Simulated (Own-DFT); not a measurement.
## Calculated data, Si₇Ge (diamond-structure random alloy, atoms displaced), SiGe (layered order of Si and Ge on the diamond lattice, atoms displaced)

A calculation, not a measurement: plane-wave density functional theory by an unreviewed code, no spin, of a simulated periodic cell, stress positive in tension, run twice, with PBE and with PBEsol, both on files made for PBE, so the change isn't that of files made for PBEsol, forces on such cells passed a denser k mesh, this cell's mesh not checked; the far tail of each file's local potential was reset to the Coulomb form; each entry is a single point on an unrelaxed cell, so the pressure reflects the starting lattice, mostly measured values (interpolated for alloys), from which strain is counted, and rises with the displacements; printed positions are rounded, which can move forces by about a meV/angstrom; the program, named Own-DFT, is a retired in-house code; no spin-orbit coupling; stress was not checked against mesh or cutoff. Program: Own-DFT development build.

Common to all runs: functional PBE, then PBEsol; potential files PseudoDojo norm-conserving, scalar-relativistic, standard set; wave cutoff 42 hartree; occupations Fermi-Dirac; smearing width 0.1 eV; k mesh 3 x 3 x 3 centred on Gamma.

```yaml
- entry: 1
  formula: Si7Ge
  kind: "diamond-structure random alloy, atoms displaced"
  structure:
    cell_angstrom: [[10.9187, 0.0, 0.0], [0.0, 10.9187, 0.0], [0.0, 0.0, 10.9187]]
    atoms_fractional:
      - [Si, 0.99284, 0.99495, 0.00154]
      - [Si, 0.00249, 0.25394, 0.24847]
      - [Si, 0.25536, 0.0016, 0.24932]
      - [Si, 0.24758, 0.25059, 0.00133]
      - [Si, 0.12682, 0.1229, 0.12665]
      - [Si, 0.12593, 0.37667, 0.37341]
      - [Si, 0.37071, 0.12408, 0.37551]
      - [Si, 0.3755, 0.37798, 0.12241]
      - [Si, 0.99999, 0.99864, 0.4993]
      - [Si, 0.00245, 0.2498, 0.7482]
      - [Si, 0.25256, 0.99459, 0.74398]
      - [Ge, 0.25199, 0.25032, 0.49942]
      - [Si, 0.13153, 0.12837, 0.6255]
      - [Si, 0.12306, 0.37787, 0.87415]
      - [Si, 0.3798, 0.12376, 0.87211]
      - [Si, 0.37723, 0.37848, 0.62097]
      - [Ge, 0.99942, 0.50103, 0.99613]
      - [Ge, 0.00603, 0.75104, 0.24945]
      - [Si, 0.24763, 0.49449, 0.25172]
      - [Si, 0.24762, 0.7501, 0.99315]
      - [Ge, 0.12573, 0.61886, 0.1278]
      - [Si, 0.12449, 0.87692, 0.37135]
      - [Si, 0.37649, 0.62378, 0.37641]
      - [Si, 0.37461, 0.87956, 0.12216]
      - [Si, 0.9999, 0.49874, 0.49968]
      - [Si, 0.99668, 0.74989, 0.74529]
      - [Si, 0.24929, 0.49662, 0.74821]
      - [Si, 0.24898, 0.74531, 0.50404]
      - [Si, 0.12559, 0.62431, 0.62595]
      - [Si, 0.12579, 0.87481, 0.87665]
      - [Ge, 0.38228, 0.62581, 0.8735]
      - [Ge, 0.3701, 0.8761, 0.62936]
      - [Si, 0.4998, 0.9997, 0.99661]
      - [Si, 0.49943, 0.24936, 0.25118]
      - [Si, 0.74897, 0.99814, 0.2501]
      - [Si, 0.75174, 0.25061, 0.0004]
      - [Si, 0.62512, 0.12803, 0.11914]
      - [Si, 0.62821, 0.37328, 0.38091]
      - [Si, 0.87278, 0.12378, 0.37104]
      - [Si, 0.8774, 0.38151, 0.12569]
      - [Si, 0.49388, 0.00089, 0.49797]
      - [Si, 0.49907, 0.25454, 0.74906]
      - [Si, 0.75101, 0.00469, 0.7479]
      - [Si, 0.75377, 0.25393, 0.50167]
      - [Si, 0.62553, 0.13456, 0.62201]
      - [Ge, 0.6242, 0.37275, 0.87436]
      - [Si, 0.87585, 0.12949, 0.87531]
      - [Si, 0.87075, 0.378, 0.62567]
      - [Si, 0.49793, 0.49913, 0.0033]
      - [Si, 0.50572, 0.75272, 0.2492]
      - [Si, 0.75086, 0.50045, 0.24971]
      - [Si, 0.75238, 0.75272, 0.99925]
      - [Si, 0.62541, 0.62522, 0.11933]
      - [Si, 0.62298, 0.87473, 0.37814]
      - [Si, 0.87067, 0.62768, 0.37677]
      - [Ge, 0.88011, 0.87183, 0.12685]
      - [Si, 0.49876, 0.50326, 0.49841]
      - [Si, 0.504, 0.74911, 0.7487]
      - [Si, 0.74949, 0.49678, 0.74965]
      - [Si, 0.74892, 0.75276, 0.49909]
      - [Si, 0.62505, 0.63042, 0.62488]
      - [Si, 0.62467, 0.87434, 0.8783]
      - [Si, 0.8787, 0.62143, 0.87755]
      - [Si, 0.87719, 0.87521, 0.62034]
  results:
    "PBE_pressure [GPa]": 2.31
    "PBE_stress_xx [GPa]": -2.3
    "PBE_stress_yy [GPa]": -2.31
    "PBE_stress_zz [GPa]": -2.34
    "PBE_stress_yz [GPa]": 0.16
    "PBE_stress_xz [GPa]": 0.38
    "PBE_stress_xy [GPa]": 0.29
    "PBEsol_pressure [GPa]": 0.8
    "PBEsol_stress_xx [GPa]": -0.79
    "PBEsol_stress_yy [GPa]": -0.8
    "PBEsol_stress_zz [GPa]": -0.83
    "PBEsol_stress_yz [GPa]": 0.16
    "PBEsol_stress_xz [GPa]": 0.4
    "PBEsol_stress_xy [GPa]": 0.28
    force_element: [Si, Si, Si, Si, Si, Si, Si, Si, Si, Si, Si, Ge, Si, Si, Si, Si, Ge, Ge, Si, Si, Ge, Si, Si, Si, Si, Si, Si, Si, Si, Si, Ge, Ge, Si, Si, Si, Si, Si, Si, Si, Si, Si, Si, Si, Si, Si, Ge, Si, Si, Si, Si, Si, Si, Si, Si, Si, Ge, Si, Si, Si, Si, Si, Si, Si, Si]
    "PBE_force_x [eV/angstrom]": [1.332, -0.263, -0.704, 0.364, -0.489, -0.6, 0.845, -0.331, 0.394, -0.223, -1.151, -0.091, -0.943, 0.57, -0.882, 0.001, 0.196, -0.522, 1.146, 0.547, 0.797, 1.013, -0.343, 0.118, -0.185, 0.44, 0.187, -0.152, -0.386, -0.728, -0.855, 1.316, 0.188, 0.14, -0.495, 0.431, -0.082, -0.422, 0.409, -0.441, 0.772, -0.33, -0.232, 0.086, -0.352, 0.01, 0.122, 1.034, 0.562, -0.792, -0.447, -0.103, 0.24, 0.079, 0.508, -1.258, 0.722, 0.199, -0.033, 0.028, 0.338, 0.417, -1.179, -0.537]
    "PBE_force_y [eV/angstrom]": [1.263, -0.484, -0.257, -0.189, -0.021, -0.293, 0.056, -0.742, 0.733, 0.3, 1.628, 0.488, -0.931, -0.849, 0.221, 0.019, -0.464, -0.736, 0.424, -0.018, 0.555, 0.18, 0.417, -0.797, 0.391, -0.086, 0.316, 0.391, -0.326, 0.255, -0.335, -1.161, 0.252, 0.162, 0.312, 0.266, -0.532, 0.389, 0.411, -0.935, 0.349, -0.535, -0.252, -0.584, -0.925, 0.356, -0.522, -0.355, 0.148, -0.35, 0.199, -0.73, 0.056, 0.475, -0.337, 0.236, -0.096, 0.706, 1.135, -0.036, -0.806, 0.268, 1.087, 0.24]
    "PBE_force_z [eV/angstrom]": [-0.716, 0.006, -0.016, -0.506, -0.281, 0.371, -0.519, 0.682, -0.221, 0.044, 1.904, -0.134, 0.092, -0.308, -0.152, 0.55, 0.446, 0.877, 0.101, 1.026, -0.636, 0.909, -0.688, -0.022, 0.01, 0.661, 0.014, -0.948, 0.049, -0.782, -0.132, -1.157, 0.316, -0.069, -0.168, 0.32, 0.7, -0.778, 0.363, 0.069, 0.361, -0.487, 0.037, -0.422, 0.106, 0.439, -0.107, -0.008, -0.185, -0.281, 0.146, -0.272, 0.616, -0.214, -0.124, 0.095, 0.234, 0.196, 0.111, 0.212, -0.191, -0.796, -1.218, 0.475]
    "PBEsol_force_x [eV/angstrom]": [1.257, -0.259, -0.698, 0.356, -0.49, -0.548, 0.778, -0.33, 0.392, -0.222, -1.074, -0.086, -0.871, 0.511, -0.876, -0.045, 0.235, -0.52, 1.084, 0.551, 0.687, 0.957, -0.343, 0.115, -0.179, 0.431, 0.228, -0.106, -0.382, -0.727, -0.832, 1.288, 0.185, 0.137, -0.448, 0.384, -0.083, -0.418, 0.404, -0.381, 0.715, -0.279, -0.233, 0.101, -0.354, 0.007, 0.122, 1.024, 0.557, -0.783, -0.449, -0.042, 0.241, 0.077, 0.55, -1.178, 0.72, 0.091, -0.092, 0.03, 0.338, 0.413, -1.105, -0.536]
    "PBEsol_force_y [eV/angstrom]": [1.189, -0.48, -0.259, -0.188, -0.033, -0.339, 0.119, -0.735, 0.732, 0.299, 1.543, 0.476, -0.867, -0.78, 0.222, -0.03, -0.414, -0.722, 0.471, -0.119, 0.55, 0.127, 0.424, -0.797, 0.384, -0.085, 0.352, 0.437, -0.323, 0.26, -0.328, -1.138, 0.247, 0.16, 0.254, 0.32, -0.528, 0.384, 0.408, -0.866, 0.299, -0.475, -0.253, -0.585, -0.913, 0.35, -0.511, -0.348, 0.151, -0.348, 0.196, -0.674, 0.058, 0.473, -0.29, 0.18, -0.095, 0.698, 1.076, -0.031, -0.805, 0.267, 1.017, 0.239]
    "PBEsol_force_z [eV/angstrom]": [-0.645, 0.002, -0.015, -0.502, -0.277, 0.424, -0.454, 0.671, -0.218, 0.034, 1.819, -0.131, 0.035, -0.243, -0.154, 0.494, 0.485, 0.761, 0.05, 1.017, -0.626, 0.843, -0.692, -0.024, 0.006, 0.654, 0.056, -0.895, 0.059, -0.776, -0.13, -1.131, 0.314, -0.062, -0.217, 0.269, 0.688, -0.764, 0.354, 0.013, 0.413, -0.427, 0.033, -0.422, 0.102, 0.429, -0.105, 0.0, -0.29, -0.283, 0.143, -0.218, 0.6, -0.204, -0.168, 0.142, 0.229, 0.203, 0.169, 0.21, -0.191, -0.786, -1.141, 0.472]
    "rms_change_of_force_components_from_PBE_to_PBEsol [eV/angstrom]": 0.039
- entry: 2
  formula: SiGe
  kind: "layered order of Si and Ge on the diamond lattice, atoms displaced"
  structure:
    cell_angstrom: [[11.089, 0.0, 0.0], [0.0, 11.089, 0.0], [0.0, 0.0, 11.089]]
    atoms_fractional:
      - [Ge, 0.00217, 0.99654, 0.99801]
      - [Ge, 0.00288, 0.24892, 0.24876]
      - [Ge, 0.2512, 0.00318, 0.2558]
      - [Ge, 0.25047, 0.25048, 0.9964]
      - [Ge, 0.11996, 0.12212, 0.12389]
      - [Ge, 0.12934, 0.37645, 0.37003]
      - [Ge, 0.37971, 0.12346, 0.36802]
      - [Ge, 0.37368, 0.37684, 0.12125]
      - [Si, 0.00035, 0.00187, 0.49893]
      - [Si, 0.00181, 0.25549, 0.75377]
      - [Si, 0.24653, 0.9934, 0.74836]
      - [Si, 0.24745, 0.25213, 0.50009]
      - [Si, 0.12421, 0.12565, 0.62255]
      - [Si, 0.12383, 0.36896, 0.8787]
      - [Si, 0.37065, 0.13107, 0.87948]
      - [Si, 0.37849, 0.37938, 0.62476]
      - [Ge, 0.00176, 0.50343, 0.00213]
      - [Ge, 0.99774, 0.74706, 0.2503]
      - [Ge, 0.25002, 0.49968, 0.24632]
      - [Ge, 0.25129, 0.74981, 0.99761]
      - [Ge, 0.12572, 0.62382, 0.12328]
      - [Ge, 0.12608, 0.87694, 0.37255]
      - [Ge, 0.37856, 0.62696, 0.37556]
      - [Ge, 0.37259, 0.87475, 0.12498]
      - [Si, 0.99918, 0.49578, 0.50176]
      - [Si, 0.0009, 0.75214, 0.75165]
      - [Si, 0.24528, 0.49964, 0.7468]
      - [Si, 0.2525, 0.75199, 0.50168]
      - [Si, 0.12253, 0.62541, 0.62475]
      - [Si, 0.12831, 0.87577, 0.8757]
      - [Si, 0.37231, 0.62769, 0.8786]
      - [Si, 0.37001, 0.87827, 0.6236]
      - [Ge, 0.50045, 0.99646, 0.99708]
      - [Ge, 0.50271, 0.25306, 0.24825]
      - [Ge, 0.74976, 0.99847, 0.24737]
      - [Ge, 0.75013, 0.2464, 0.00082]
      - [Ge, 0.63208, 0.12273, 0.12822]
      - [Ge, 0.62591, 0.37284, 0.37586]
      - [Ge, 0.88044, 0.12101, 0.37133]
      - [Ge, 0.87581, 0.37418, 0.1253]
      - [Si, 0.50108, 0.00189, 0.49694]
      - [Si, 0.4975, 0.25082, 0.75073]
      - [Si, 0.74415, 0.00048, 0.7518]
      - [Si, 0.74597, 0.2501, 0.50369]
      - [Si, 0.62308, 0.12873, 0.62521]
      - [Si, 0.62444, 0.36856, 0.87603]
      - [Si, 0.87501, 0.12359, 0.87257]
      - [Si, 0.87411, 0.37415, 0.62395]
      - [Ge, 0.49834, 0.50111, 0.00296]
      - [Ge, 0.50105, 0.75116, 0.24909]
      - [Ge, 0.74831, 0.50001, 0.24865]
      - [Ge, 0.75313, 0.75312, 0.99673]
      - [Ge, 0.62393, 0.63089, 0.12622]
      - [Ge, 0.62237, 0.87237, 0.3708]
      - [Ge, 0.87404, 0.62647, 0.37339]
      - [Ge, 0.87264, 0.87224, 0.1281]
      - [Si, 0.50309, 0.50098, 0.49672]
      - [Si, 0.50135, 0.74972, 0.75164]
      - [Si, 0.75197, 0.49948, 0.75181]
      - [Si, 0.75081, 0.75026, 0.49619]
      - [Si, 0.61851, 0.62505, 0.6261]
      - [Si, 0.62552, 0.87298, 0.87045]
      - [Si, 0.87285, 0.62532, 0.86844]
      - [Si, 0.87375, 0.87327, 0.62449]
  results:
    "PBE_pressure [GPa]": 3.0
    "PBE_stress_xx [GPa]": -3.0
    "PBE_stress_yy [GPa]": -3.02
    "PBE_stress_zz [GPa]": -2.98
    "PBE_stress_yz [GPa]": -0.17
    "PBE_stress_xz [GPa]": -0.08
    "PBE_stress_xy [GPa]": -0.23
    "PBEsol_pressure [GPa]": 0.71
    "PBEsol_stress_xx [GPa]": -0.71
    "PBEsol_stress_yy [GPa]": -0.72
    "PBEsol_stress_zz [GPa]": -0.69
    "PBEsol_stress_yz [GPa]": -0.17
    "PBEsol_stress_xz [GPa]": -0.07
    "PBEsol_stress_xy [GPa]": -0.23
    force_element: [Ge, Ge, Ge, Ge, Ge, Ge, Ge, Ge, Si, Si, Si, Si, Si, Si, Si, Si, Ge, Ge, Ge, Ge, Ge, Ge, Ge, Ge, Si, Si, Si, Si, Si, Si, Si, Si, Ge, Ge, Ge, Ge, Ge, Ge, Ge, Ge, Si, Si, Si, Si, Si, Si, Si, Si, Ge, Ge, Ge, Ge, Ge, Ge, Ge, Ge, Si, Si, Si, Si, Si, Si, Si, Si]
    "PBE_force_x [eV/angstrom]": [-0.715, -0.257, -0.354, -0.603, 1.035, -0.568, -0.129, 0.101, 0.025, -0.467, 0.24, 0.915, -0.074, 0.084, 0.682, -0.46, -0.599, 0.65, 0.516, -0.358, 0.103, -0.262, -0.473, 0.037, 0.088, -0.06, 0.371, -0.517, 0.055, -0.39, 0.357, 1.074, 0.04, -0.137, 0.305, 0.411, -1.232, 0.126, -0.885, -0.07, -0.082, -0.131, 0.628, 0.875, -0.246, 0.016, 0.108, -0.002, 0.522, -0.707, 0.083, -0.365, 0.437, 0.533, 0.034, 0.61, -0.269, -0.838, -0.766, -0.467, 1.021, -0.129, 0.566, -0.033]
    "PBE_force_y [eV/angstrom]": [-0.062, 0.344, -0.321, -0.152, 0.159, -0.155, 0.926, -0.441, -0.504, -0.934, 1.387, -0.265, 0.09, 1.324, -1.38, -0.199, -0.525, 0.294, 0.525, 0.195, 0.627, -0.478, -0.231, 0.274, 0.471, -0.067, -0.005, -0.311, 0.085, -0.435, -0.716, -0.285, 0.587, -0.242, -0.221, 0.171, 0.166, 0.377, 0.515, 0.129, -0.185, -0.028, 0.087, -0.392, -0.492, 0.776, 0.022, 0.021, 0.199, 0.02, 0.051, -0.471, -0.549, 0.559, -0.801, 0.238, -0.137, 0.139, -0.291, -0.09, -0.048, 0.136, 0.056, 0.46]
    "PBE_force_z [eV/angstrom]": [-0.41, 0.088, -1.271, 0.714, -0.082, 1.116, 1.603, 0.331, 0.759, -0.697, 0.18, 0.244, 0.49, -0.74, -1.51, -0.181, -1.215, -0.127, 0.348, 0.031, 0.2, 0.997, 0.335, 0.137, -0.14, -0.261, 0.608, 0.12, -0.145, -0.543, -1.304, 0.116, -0.173, -0.457, 0.878, -0.659, -0.704, 0.505, 0.925, -0.153, 0.72, -0.051, -0.631, -0.149, 0.18, -0.348, -0.34, 0.376, -1.088, -0.176, 0.009, -0.545, -0.582, 1.155, 0.978, -0.588, 0.727, -0.298, -0.463, 0.987, -0.181, 0.001, 0.331, 0.022]
    "PBEsol_force_x [eV/angstrom]": [-0.692, -0.25, -0.341, -0.585, 0.998, -0.553, -0.137, 0.101, 0.02, -0.463, 0.238, 0.9, -0.075, 0.103, 0.656, -0.449, -0.573, 0.621, 0.494, -0.348, 0.095, -0.248, -0.452, 0.043, 0.094, -0.054, 0.361, -0.511, 0.05, -0.388, 0.342, 1.072, 0.033, -0.131, 0.296, 0.399, -1.184, 0.116, -0.863, -0.067, -0.082, -0.135, 0.62, 0.857, -0.247, 0.026, 0.108, -0.005, 0.498, -0.678, 0.085, -0.353, 0.416, 0.513, 0.038, 0.586, -0.263, -0.838, -0.764, -0.463, 1.012, -0.124, 0.559, -0.034]
    "PBEsol_force_y [eV/angstrom]": [-0.048, 0.328, -0.315, -0.138, 0.157, -0.148, 0.898, -0.417, -0.499, -0.921, 1.377, -0.25, 0.09, 1.309, -1.356, -0.192, -0.509, 0.287, 0.501, 0.194, 0.599, -0.455, -0.218, 0.261, 0.463, -0.059, -0.009, -0.314, 0.09, -0.434, -0.705, -0.278, 0.567, -0.243, -0.213, 0.159, 0.164, 0.369, 0.505, 0.125, -0.185, -0.032, 0.09, -0.377, -0.486, 0.76, 0.022, 0.016, 0.189, 0.02, 0.053, -0.452, -0.536, 0.537, -0.778, 0.227, -0.139, 0.139, -0.294, -0.097, -0.046, 0.129, 0.065, 0.455]
    "PBEsol_force_z [eV/angstrom]": [-0.313, 0.073, -1.237, 0.779, -0.07, 0.999, 1.476, 0.324, 0.651, -0.688, 0.187, 0.154, 0.484, -0.622, -1.394, -0.187, -1.097, -0.13, 0.327, 0.119, 0.195, 0.894, 0.244, 0.135, -0.228, -0.246, 0.61, 0.025, -0.154, -0.428, -1.191, 0.108, -0.091, -0.439, 0.837, -0.553, -0.678, 0.404, 0.815, -0.141, 0.614, -0.046, -0.619, -0.242, 0.176, -0.253, -0.248, 0.366, -0.976, -0.173, 0.006, -0.442, -0.552, 1.034, 0.864, -0.567, 0.611, -0.289, -0.454, 0.877, -0.184, 0.103, 0.418, 0.02]
    "rms_change_of_force_components_from_PBE_to_PBEsol [eV/angstrom]": 0.044
```
